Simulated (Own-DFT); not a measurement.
## Calculated data, Al$_{3}$GaN$_{4}$ (wurtzite random alloy, strained, atoms displaced), SiGe (diamond-structure random alloy, atoms displaced)

All values are calculated (Own-DFT development build). A calculation, not a measurement: plane-wave PBE density functional theory by an unreviewed code, no spin, of a simulated periodic cell, stress positive in tension, free energy of the whole cell less one offset for each atom, forces on such cells passed a denser k mesh, this cell's mesh not checked; offsets are fitted by least squares, one for each functional and potential file, so energies compare only between cells with the same atoms and settings and are not formation energies; the far tail of each file's local potential was reset to the Coulomb form; each entry is a single point on an unrelaxed cell, so the pressure reflects the starting lattice, mostly measured values, from which strain is counted, and rises with the displacements; printed positions are rounded, which can move forces by about a meV/angstrom; the program is a retired in-house code; no spin-orbit coupling.

Settings shared by all entries: functional PBE.

(1) Al$_{3}$GaN$_{4}$ (wurtzite random alloy, strained, atoms displaced)

```
cell vectors (Å)
   9.6521     0.0000     0.0000
  -4.8260     8.3589     0.0000
   0.0000     0.0000    10.0655
atoms (fractions of the cell vectors)
Al  0.11287  0.22356  0.99940
Al  0.21825  0.10420  0.24325
N   0.11080  0.22063  0.19147
N   0.22036  0.11017  0.43848
Ga  0.11646  0.21727  0.50068
Al  0.21164  0.10968  0.74979
N   0.10833  0.21307  0.68814
N   0.22743  0.11470  0.94602
Al  0.11478  0.56021  0.99780
Ga  0.22705  0.45886  0.24823
N   0.10991  0.56021  0.19030
N   0.21383  0.44856  0.42652
Ga  0.11617  0.55720  0.50805
Ga  0.23129  0.44620  0.74323
N   0.11208  0.55952  0.68558
N   0.23213  0.45266  0.94389
Al  0.11171  0.89055  0.00119
Al  0.21801  0.78392  0.24699
N   0.10232  0.89034  0.18178
N   0.22341  0.77343  0.43794
Al  0.11647  0.89310  0.49637
Al  0.22181  0.77898  0.74887
N   0.11851  0.88427  0.68933
N   0.21968  0.78574  0.94020
Ga  0.44846  0.21640  0.99800
Al  0.55162  0.10128  0.25318
N   0.44477  0.21538  0.19417
N   0.55157  0.10001  0.43911
Al  0.43754  0.22365  0.50518
Al  0.56090  0.11419  0.74124
N   0.44427  0.22623  0.69031
N   0.54930  0.11262  0.93839
Al  0.44254  0.54928  0.99864
Ga  0.55582  0.43561  0.25027
N   0.44458  0.56767  0.19474
N   0.55292  0.44428  0.44044
Al  0.43820  0.55763  0.49583
Al  0.56015  0.45556  0.74214
N   0.44700  0.55090  0.69102
N   0.56411  0.45200  0.94645
Al  0.43632  0.88024  0.99832
Al  0.56078  0.77014  0.24966
N   0.44123  0.88776  0.18823
N   0.55362  0.78441  0.43874
Al  0.44177  0.89716  0.50929
Al  0.56079  0.78094  0.75155
N   0.43846  0.88720  0.69028
N   0.56293  0.78762  0.93881
Al  0.77297  0.21808  0.99794
Al  0.89624  0.12278  0.24807
N   0.76862  0.21575  0.19047
N   0.88835  0.10876  0.44681
Al  0.77008  0.22083  0.49203
Ga  0.88411  0.10487  0.74935
N   0.77246  0.22186  0.69581
N   0.88880  0.11919  0.94027
Al  0.77418  0.55530  0.99808
Al  0.88665  0.44128  0.25237
N   0.78285  0.55118  0.18987
N   0.88685  0.44195  0.44089
Al  0.78424  0.55951  0.49784
Al  0.88631  0.44170  0.75455
N   0.76843  0.54950  0.68559
N   0.88975  0.44207  0.93877
Al  0.77408  0.87526  0.00580
Ga  0.88896  0.77794  0.25791
N   0.77385  0.88826  0.19535
N   0.89907  0.78111  0.43416
Ga  0.76608  0.88702  0.50220
Al  0.88220  0.77070  0.74306
N   0.77489  0.89390  0.69131
N   0.88958  0.78921  0.93991
```

- potential files: PseudoDojo norm-conserving, scalar-relativistic, standard set
- wave cutoff: 42 hartree
- occupations: Fermi-Dirac
- smearing width: 0.1 eV
- k mesh: 4 x 4 x 3 centred on Gamma
- free energy of cell above offsets: -17.344 eV
- pressure: -3.85 GPa
- stress xx: 6.25 GPa
- stress yy: 8.43 GPa
- stress zz: -3.13 GPa
- stress yz: -0.26 GPa
- stress xz: 0.5 GPa
- stress xy: -0.36 GPa

Force:
| element | x (eV/Å) | y (eV/Å) | z (eV/Å) |
| --- | --- | --- | --- |
| Al | -0.353 | 0.075 | 0.193 |
| Al | -0.152 | 1.155 | 0.209 |
| N | 0.218 | 0.162 | -0.472 |
| N | 1.569 | -0.655 | -0.568 |
| Ga | -1.886 | 0.782 | -1.266 |
| Al | 2.348 | -0.528 | 0.742 |
| N | -0.129 | 0.991 | 0.972 |
| N | -1.573 | -0.578 | -1.113 |
| Al | -0.441 | -0.272 | 0.305 |
| Ga | -0.26 | -1.121 | -1.943 |
| N | -1.091 | 0.307 | -0.778 |
| N | 2.014 | -0.545 | 4.118 |
| Ga | -0.998 | -0.183 | -3.112 |
| Ga | -1.421 | -0.672 | 1.177 |
| N | -0.245 | -0.385 | 3.596 |
| N | -0.947 | -0.805 | -0.3 |
| Al | -0.729 | 0.373 | -1.346 |
| Al | 0.92 | -0.63 | -0.04 |
| N | 1.536 | 0.086 | 1.51 |
| N | -0.698 | 1.878 | 0.061 |
| Al | 0.324 | -0.799 | 0.313 |
| Al | 0.333 | -0.134 | 0.356 |
| N | -2.251 | 0.654 | -0.285 |
| N | 0.659 | -1.272 | -0.258 |
| Ga | -1.171 | 1.338 | 0.528 |
| Al | -0.108 | 0.043 | -0.933 |
| N | -0.483 | -0.756 | 0.298 |
| N | -0.844 | 1.652 | 0.872 |
| Al | 0.805 | 0.023 | -1.081 |
| Al | -1.673 | -0.38 | 1.445 |
| N | -0.293 | -0.159 | 0.365 |
| N | 2.678 | -1.559 | -1.028 |
| Al | 0.607 | 1.393 | 0.708 |
| Ga | -0.393 | 0.73 | -0.487 |
| N | 1.539 | -1.699 | -1.678 |
| N | -0.002 | 0.289 | 1.327 |
| Al | 0.473 | 0.116 | -0.611 |
| Al | 0.379 | -2.333 | 1.402 |
| N | -0.271 | 2.023 | -1.184 |
| N | -1.053 | -0.187 | -1.426 |
| Al | 0.449 | 1.43 | 0.186 |
| Al | -1.642 | 2.289 | 0.383 |
| N | 0.006 | -0.504 | 0.076 |
| N | -0.826 | -1.43 | 0.54 |
| Al | 0.421 | -1.755 | -2.029 |
| Al | -1.014 | -0.125 | -0.132 |
| N | 0.993 | 0.129 | 1.071 |
| N | -0.477 | -1.386 | 0.188 |
| Al | -0.327 | 0.164 | 0.021 |
| Al | -0.426 | -1.398 | 0.486 |
| N | 0.704 | 0.729 | 0.348 |
| N | -0.791 | 0.961 | -1.24 |
| Al | 1.087 | -0.002 | 1.01 |
| Ga | -0.352 | 1.608 | 0.428 |
| N | 0.472 | 0.732 | -1.529 |
| N | 0.958 | -0.866 | 1.123 |
| Al | 1.396 | 0.595 | 0.515 |
| Al | 0.429 | 0.05 | -0.681 |
| N | -0.446 | 0.168 | -0.286 |
| N | -0.628 | -0.18 | 0.111 |
| Al | -0.42 | -0.543 | -0.723 |
| Al | 0.106 | -0.117 | -1.053 |
| N | 1.362 | 1.245 | 0.427 |
| N | -0.271 | 0.675 | 0.577 |
| Al | -1.076 | 2.195 | 0.034 |
| Ga | -0.571 | -0.325 | -3.182 |
| N | 0.35 | 0.529 | -0.512 |
| N | -0.301 | -0.572 | 4.134 |
| Ga | 1.197 | 0.492 | -1.042 |
| Al | 0.517 | 1.009 | 0.715 |
| N | 0.854 | -2.481 | 0.341 |
| N | 1.33 | -1.734 | -0.888 |

(2) SiGe (diamond-structure random alloy, atoms displaced)

```
cell vectors (Å)
  11.0890     0.0000     0.0000
   0.0000    11.0890     0.0000
   0.0000     0.0000     5.5445
atoms (fractions of the cell vectors)
Ge  0.99925  0.01366  0.00326
Ge  0.98782  0.24880  0.50006
Si  0.25266  0.99515  0.50721
Si  0.24689  0.24651  0.00251
Si  0.13247  0.12870  0.23964
Ge  0.12479  0.37648  0.77177
Si  0.37033  0.12793  0.75533
Si  0.37840  0.36744  0.22161
Ge  0.99796  0.49548  0.00566
Si  0.00527  0.74544  0.50372
Ge  0.25025  0.48647  0.52447
Ge  0.26689  0.75017  0.03436
Si  0.12158  0.62466  0.25656
Ge  0.11957  0.86948  0.75502
Ge  0.37513  0.62466  0.75561
Ge  0.36855  0.88058  0.25580
Si  0.49697  0.98663  0.00732
Si  0.51071  0.26446  0.49950
Si  0.75096  0.99235  0.50621
Ge  0.73840  0.23375  0.99044
Si  0.63518  0.12954  0.22702
Si  0.62294  0.37010  0.76896
Ge  0.87021  0.12244  0.76097
Si  0.87744  0.36455  0.24404
Si  0.49534  0.49477  0.01028
Ge  0.49839  0.74333  0.49534
Ge  0.74194  0.50704  0.50075
Ge  0.74916  0.75349  0.99989
Ge  0.62666  0.62666  0.26150
Ge  0.62571  0.87929  0.75119
Si  0.87339  0.62664  0.71860
Si  0.88175  0.87100  0.24067
```

- potential files: PseudoDojo norm-conserving, scalar-relativistic, standard set
- wave cutoff: 42 hartree
- occupations: Fermi-Dirac
- smearing width: 0.1 eV
- k mesh: 3 x 3 x 6 centred on Gamma
- free energy of cell above offsets: 0.038 eV
- pressure: 4.09 GPa
- stress xx: -4.11 GPa
- stress yy: -3.95 GPa
- stress zz: -4.21 GPa
- stress yz: 0.65 GPa
- stress xz: 1.15 GPa
- stress xy: -1.16 GPa

Force:
| element | x (eV/Å) | y (eV/Å) | z (eV/Å) |
| --- | --- | --- | --- |
| Ge | 0.694 | -1.543 | 0.587 |
| Ge | 1.948 | -0.401 | 0.338 |
| Si | -1.194 | 1.417 | 0.406 |
| Si | 0.688 | 0.143 | -0.434 |
| Si | -0.467 | -0.649 | 1.92 |
| Ge | -0.623 | -1.545 | -0.508 |
| Si | 1.196 | -0.483 | -0.497 |
| Si | -0.49 | -0.017 | 2.075 |
| Ge | -0.873 | 1.437 | 0.006 |
| Si | -0.693 | 0.356 | -0.965 |
| Ge | 0.464 | 1.034 | -2.271 |
| Ge | -3.008 | -1.54 | -1.843 |
| Si | 0.95 | -0.631 | 0.41 |
| Ge | 1.029 | 0.439 | 0.578 |
| Ge | 0.301 | -0.713 | 0.281 |
| Ge | 1.904 | 0.543 | 1.48 |
| Si | 0.302 | 2.609 | -0.416 |
| Si | -1.058 | -1.849 | -0.891 |
| Si | 0.613 | 0.821 | -1.594 |
| Ge | 2.441 | 3.418 | -1.084 |
| Si | -3.32 | -3.273 | 4 |
| Si | -0.029 | 1.532 | -0.371 |
| Ge | -0.257 | -0.511 | -1.786 |
| Si | -1.977 | 1.039 | -0.332 |
| Si | 1.042 | 0.751 | -0.603 |
| Ge | -0.228 | 1.391 | 0.653 |
| Ge | 1.232 | -2.596 | 0.564 |
| Ge | 0.903 | -0.665 | -0.484 |
| Ge | -0.936 | -0.273 | -1.999 |
| Ge | -0.82 | -0.687 | -0.283 |
| Si | 0.304 | 0.001 | 1.843 |
| Si | -0.039 | 0.448 | 1.22 |

(3) Al$_{3}$GaN$_{4}$ (wurtzite random alloy, strained, atoms displaced)

```
cell vectors (Å)
   9.2059     0.0000     0.0000
  -4.6029     7.9725     0.0000
   0.0000     0.0000    10.0655
atoms (fractions of the cell vectors)
Al  0.11885  0.22053  0.99654
Ga  0.21844  0.11407  0.26000
N   0.12160  0.22452  0.18727
N   0.22316  0.11902  0.43888
Al  0.11288  0.21757  0.50060
Al  0.22512  0.11734  0.76039
N   0.11246  0.22027  0.67984
N   0.21796  0.10924  0.94280
Al  0.10673  0.55404  0.00765
Al  0.22397  0.44894  0.25488
N   0.10841  0.55510  0.18241
N   0.23072  0.45297  0.43165
Al  0.10929  0.55951  0.50274
Al  0.20858  0.43537  0.75242
N   0.10870  0.55860  0.68346
N   0.22597  0.45016  0.93442
Al  0.11966  0.89742  0.00360
Al  0.21060  0.78241  0.24647
N   0.11563  0.88460  0.19608
N   0.22673  0.78029  0.44420
Ga  0.11330  0.89021  0.51005
Al  0.21657  0.77297  0.74666
N   0.10418  0.88322  0.68878
N   0.22552  0.77609  0.94162
Ga  0.44165  0.21974  0.00020
Ga  0.55588  0.11862  0.25054
N   0.44216  0.23210  0.19315
N   0.55755  0.10961  0.44739
Al  0.44027  0.21830  0.49728
Al  0.54888  0.10803  0.75329
N   0.43670  0.21589  0.69169
N   0.55705  0.11842  0.93658
Al  0.43797  0.55875  0.00050
Al  0.55172  0.44726  0.25300
N   0.44294  0.55582  0.18814
N   0.55310  0.44344  0.43719
Al  0.44880  0.55305  0.49985
Al  0.55489  0.44548  0.75004
N   0.45226  0.55827  0.68789
N   0.55048  0.43980  0.93425
Al  0.45118  0.89402  0.99924
Al  0.55271  0.77100  0.25392
N   0.45553  0.89118  0.18528
N   0.55767  0.76976  0.43901
Ga  0.45069  0.88913  0.50035
Ga  0.55675  0.78249  0.75011
N   0.44201  0.89410  0.69488
N   0.54918  0.77323  0.94476
Al  0.79229  0.23675  0.00510
Al  0.88153  0.09715  0.24081
N   0.76987  0.21868  0.20315
N   0.88233  0.10682  0.44395
Al  0.77278  0.22159  0.49828
Al  0.87617  0.09932  0.74620
N   0.78391  0.22615  0.69778
N   0.88487  0.10162  0.94001
Al  0.77741  0.55824  0.99381
Al  0.89277  0.44186  0.26030
N   0.76956  0.54946  0.19418
N   0.88427  0.44065  0.44125
Ga  0.77749  0.55215  0.49252
Ga  0.88882  0.44268  0.75830
N   0.77173  0.55532  0.68900
N   0.88425  0.44191  0.94353
Al  0.77661  0.89086  0.00437
Ga  0.88474  0.77737  0.25269
N   0.77972  0.88996  0.19080
N   0.90013  0.78537  0.43647
Al  0.77895  0.88761  0.50211
Al  0.88684  0.77746  0.74901
N   0.78103  0.88691  0.68930
N   0.89170  0.77963  0.93191
```

- potential files: PseudoDojo norm-conserving, scalar-relativistic, standard set with the stringent files for Ga
- wave cutoff: 96 hartree
- occupations: Gaussian
- smearing width: 0.01 eV
- k mesh: 4 x 4 x 3 centred on Gamma
- free energy of cell above offsets: -21.353 eV
- pressure: 15.46 GPa
- stress xx: -16.63 GPa
- stress yy: -17.88 GPa
- stress zz: -11.87 GPa
- stress yz: 0.22 GPa
- stress xz: -0.51 GPa
- stress xy: 1.59 GPa

Force:
| element | x (eV/Å) | y (eV/Å) | z (eV/Å) |
| --- | --- | --- | --- |
| Al | -2.289 | 1.092 | 1.041 |
| Ga | 1.288 | -0.811 | -1.549 |
| N | -3.385 | 0.594 | -0.883 |
| N | 0.992 | -0.849 | 1.769 |
| Al | -2.022 | 1.459 | -0.885 |
| Al | -0.521 | -1.291 | -1.946 |
| N | -0.634 | -0.343 | 2.529 |
| N | 0.345 | -0.359 | -0.922 |
| Al | 0.565 | 0.674 | -2.352 |
| Al | -0.062 | -0.377 | -1.75 |
| N | -0.012 | -0.103 | 2.866 |
| N | -1.068 | -0.993 | 2.267 |
| Al | 0.951 | -0.644 | -1.022 |
| Al | 1.269 | 1.389 | -1.505 |
| N | 1.084 | -0.65 | 0.978 |
| N | -1.361 | -1.541 | 0.724 |
| Al | -0.286 | -2.393 | -0.027 |
| Al | 5.881 | -2.241 | 1.863 |
| N | -3.693 | 2.537 | -2.804 |
| N | -0.619 | -0.825 | -1.754 |
| Ga | 0.48 | 0.677 | -1.654 |
| Al | 0.202 | 0.805 | 1.238 |
| N | 0.481 | 1.221 | 2.745 |
| N | -0.801 | 0.343 | -0.363 |
| Ga | 0.29 | 0.964 | 1.045 |
| Ga | -1.622 | -1.751 | 0.765 |
| N | 0.456 | -0.747 | -0.269 |
| N | -1.35 | 1.188 | -0.763 |
| Al | 0.446 | 0.552 | 1.218 |
| Al | 0.649 | 1.52 | -0.29 |
| N | 0.43 | 0.872 | -0.695 |
| N | 1.98 | -0.956 | 0.771 |
| Al | 1.621 | -0.834 | 0.102 |
| Al | 0.118 | 0.095 | -0.516 |
| N | -0.197 | -0.011 | -0.154 |
| N | -0.13 | -1.067 | -0.056 |
| Al | -0.961 | 0.003 | 0.807 |
| Al | -0.09 | -0.729 | -0.227 |
| N | -1.864 | -1.111 | -0.315 |
| N | -0.255 | 1.816 | 0.626 |
| Al | -0.634 | 0.015 | 0.162 |
| Al | -0.275 | 0.898 | -0.588 |
| N | -1.697 | -0.684 | 0.783 |
| N | 0.633 | 0.617 | -0.093 |
| Ga | -0.016 | -0.822 | 0.6 |
| Ga | -0.117 | -0.985 | 0.712 |
| N | -0.163 | -0.738 | -0.44 |
| N | 1.171 | 1.315 | -0.264 |
| Al | -1.116 | -3.385 | 0.489 |
| Al | 0.239 | 3.618 | 2.241 |
| N | 3.572 | 1.701 | -2.541 |
| N | 0.803 | 0.508 | -1.045 |
| Al | 1.525 | -0.062 | 1.424 |
| Al | 1.36 | 1.736 | 0.654 |
| N | -1.263 | -2.051 | -1.729 |
| N | 0.1 | 2.196 | -0.041 |
| Al | -0.863 | -0.179 | 1.237 |
| Al | -1.049 | 0.286 | -1.682 |
| N | 1.2 | -0.116 | -1.121 |
| N | 2.107 | -0.093 | -0.137 |
| Ga | -0.96 | 1.273 | 1.63 |
| Ga | -0.844 | 0.992 | -1.198 |
| N | 0.637 | 0.18 | 0.124 |
| N | 0.762 | 1.841 | 0.813 |
| Al | 0.238 | -1.694 | -0.686 |
| Ga | 1.095 | -0.717 | -0.567 |
| N | -1.204 | -1.692 | -1.226 |
| N | -1.744 | -0.592 | 1.169 |
| Al | 0.22 | -0.192 | -0.313 |
| Al | 0.322 | -0.717 | 0.003 |
| N | -0.282 | 0.015 | -0.875 |
| N | -0.061 | 0.35 | 1.853 |

(4) Al$_{3}$GaN$_{4}$ (wurtzite random alloy, strained, atoms displaced)

```
cell vectors (Å)
   9.3468     0.0000     0.0000
  -4.6734     8.0946     0.0000
   0.0000     0.0000    10.0655
atoms (fractions of the cell vectors)
Al  0.10121  0.22393  0.00356
Al  0.21954  0.12033  0.25446
N   0.10614  0.21123  0.18798
N   0.22583  0.11362  0.44413
Al  0.11242  0.22845  0.49562
Al  0.22239  0.11240  0.75320
N   0.10747  0.22595  0.68530
N   0.22613  0.11246  0.93828
Ga  0.11572  0.56588  0.98605
Al  0.22465  0.44484  0.25982
N   0.10705  0.56042  0.19796
N   0.22448  0.44456  0.44594
Ga  0.11465  0.56323  0.50092
Al  0.20649  0.43952  0.75289
N   0.11125  0.55535  0.68830
N   0.23060  0.45359  0.94125
Al  0.11023  0.88878  0.00356
Ga  0.23430  0.78964  0.24932
N   0.10132  0.87814  0.17699
N   0.23498  0.78666  0.44208
Al  0.10727  0.88160  0.50617
Al  0.21289  0.77161  0.75179
N   0.11127  0.88237  0.69766
N   0.22258  0.79058  0.94193
Ga  0.43983  0.22144  0.00326
Al  0.55964  0.11415  0.24217
N   0.44444  0.22450  0.19472
N   0.55213  0.11497  0.44820
Al  0.43987  0.22143  0.50549
Al  0.55848  0.10670  0.74694
N   0.45135  0.22590  0.70163
N   0.55639  0.10544  0.93912
Al  0.43832  0.55368  0.99469
Al  0.55353  0.44582  0.24826
N   0.45669  0.55701  0.19229
N   0.55686  0.44254  0.45015
Ga  0.44897  0.55624  0.49891
Al  0.55875  0.44548  0.75034
N   0.44545  0.56111  0.68665
N   0.55470  0.44141  0.93399
Al  0.45519  0.89630  0.99632
Ga  0.55862  0.77364  0.25485
N   0.43747  0.88989  0.18783
N   0.54400  0.77431  0.44921
Al  0.44043  0.89218  0.50044
Al  0.55362  0.76932  0.74880
N   0.44873  0.89079  0.69213
N   0.55423  0.76809  0.93995
Al  0.76818  0.21950  0.99394
Al  0.89080  0.12122  0.24299
N   0.77625  0.22279  0.18299
N   0.88673  0.10522  0.44318
Ga  0.77925  0.21729  0.49890
Ga  0.88757  0.11914  0.75621
N   0.77647  0.23194  0.68837
N   0.89184  0.11678  0.95283
Al  0.78000  0.54872  0.00029
Al  0.88128  0.43503  0.25610
N   0.78330  0.55850  0.19454
N   0.89024  0.44869  0.43883
Al  0.77424  0.55717  0.50101
Al  0.89451  0.45041  0.75003
N   0.76321  0.55011  0.68745
N   0.89844  0.44454  0.94545
Ga  0.78472  0.89177  0.98793
Al  0.88254  0.78124  0.26056
N   0.78423  0.89394  0.18602
N   0.89137  0.77638  0.44367
Al  0.78147  0.89335  0.50298
Al  0.89711  0.77648  0.75447
N   0.78163  0.88403  0.68249
N   0.88712  0.76525  0.93572
```

- potential files: PseudoDojo norm-conserving, scalar-relativistic, standard set
- wave cutoff: 42 hartree
- occupations: Fermi-Dirac
- smearing width: 0.1 eV
- k mesh: 4 x 4 x 3 centred on Gamma
- free energy of cell above offsets: -16.785 eV
- pressure: 8.45 GPa
- stress xx: -9.27 GPa
- stress yy: -9.36 GPa
- stress zz: -6.72 GPa
- stress yz: 0.39 GPa
- stress xz: -0.45 GPa
- stress xy: -1.26 GPa

Force:
| element | x (eV/Å) | y (eV/Å) | z (eV/Å) |
| --- | --- | --- | --- |
| Al | 3.021 | 0.964 | -0.204 |
| Al | 1.922 | -2.458 | -0.327 |
| N | -0.684 | 2.57 | 0.522 |
| N | -1.206 | -0.733 | -0.167 |
| Al | 0.155 | -1.297 | 0.996 |
| Al | 0.356 | 0.34 | -0.503 |
| N | 1.086 | -0.279 | 0.617 |
| N | -2.808 | -0.64 | 0.232 |
| Ga | 0.897 | 0.532 | 3.511 |
| Al | -0.75 | 0.821 | -1.677 |
| N | 1.503 | -1.758 | -0.386 |
| N | -0.564 | -0.503 | -1.305 |
| Ga | 0.057 | -0.434 | -1.119 |
| Al | 2.88 | 0.758 | -0.658 |
| N | -0.781 | 0.288 | 1.557 |
| N | -1.261 | -2.391 | -0.904 |
| Al | -0.772 | 0.449 | -1.599 |
| Ga | -3.183 | -2.04 | 0.396 |
| N | -0.788 | 1.953 | 3.898 |
| N | -2.496 | -0.158 | 0.381 |
| Al | 0.584 | 1.151 | -0.371 |
| Al | 2.236 | 1.399 | 0.483 |
| N | -0.503 | 1.218 | -1.423 |
| N | 1.808 | -0.085 | -1.358 |
| Ga | 0.75 | 0.284 | -0.367 |
| Al | -0.921 | -0.56 | 1.598 |
| N | -0.256 | -0.257 | 0.444 |
| N | 0.153 | -0.64 | -1.819 |
| Al | 0.904 | 0.541 | 0.79 |
| Al | -1.09 | 0.64 | 0.321 |
| N | -1.03 | -1.244 | -1.459 |
| N | -0.019 | 0.934 | -0.704 |
| Al | 2.641 | 0.149 | 1.309 |
| Al | 2.235 | -0.299 | 1.167 |
| N | -2.64 | -1.234 | -1.09 |
| N | 0.322 | -0.637 | -2.177 |
| Ga | -0.303 | -0.373 | 1.052 |
| Al | -1.893 | -0.327 | -0.077 |
| N | -0.48 | -2.11 | 1.875 |
| N | 0.208 | 1.102 | 1.332 |
| Al | -0.787 | -2.212 | 0.512 |
| Ga | -0.611 | 1.535 | -0.207 |
| N | 3.7 | 2.034 | -1.413 |
| N | 1.556 | 2.296 | -1.061 |
| Al | 1.717 | 0.808 | 1.216 |
| Al | 0.018 | 1.363 | -0.26 |
| N | -0.565 | -1.045 | 0.032 |
| N | -0.912 | 1.427 | -0.681 |
| Al | 1.183 | 0.961 | 0.898 |
| Al | -0.029 | -1.942 | 0.864 |
| N | -0.124 | -0.009 | 0.474 |
| N | 1.053 | 0.865 | -1.979 |
| Ga | -1.075 | 1.023 | 0.182 |
| Ga | 0.26 | -1.187 | -1.017 |
| N | 0.529 | -0.229 | 1.393 |
| N | -1.292 | 0.402 | -1.721 |
| Al | -0.946 | 0.411 | 0.86 |
| Al | 0.367 | 2.18 | -1.153 |
| N | -1.045 | -0.733 | -0.277 |
| N | -0.517 | -0.307 | 0.61 |
| Al | 0.699 | -0.641 | 0.136 |
| Al | -1.791 | -0.405 | -0.149 |
| N | 3.325 | 1.614 | 0.33 |
| N | -2.404 | -1.399 | -2.049 |
| Ga | -0.055 | -1.885 | 1.615 |
| Al | 1.737 | -0.466 | -2.175 |
| N | -0.35 | 0.433 | 0.877 |
| N | -0.667 | 0.462 | 0.237 |
| Al | -0.531 | -1.363 | -0.546 |
| Al | -1.909 | -0.816 | -1.183 |
| N | -0.327 | 0.337 | 2.504 |
| N | 0.504 | 0.853 | 0.343 |
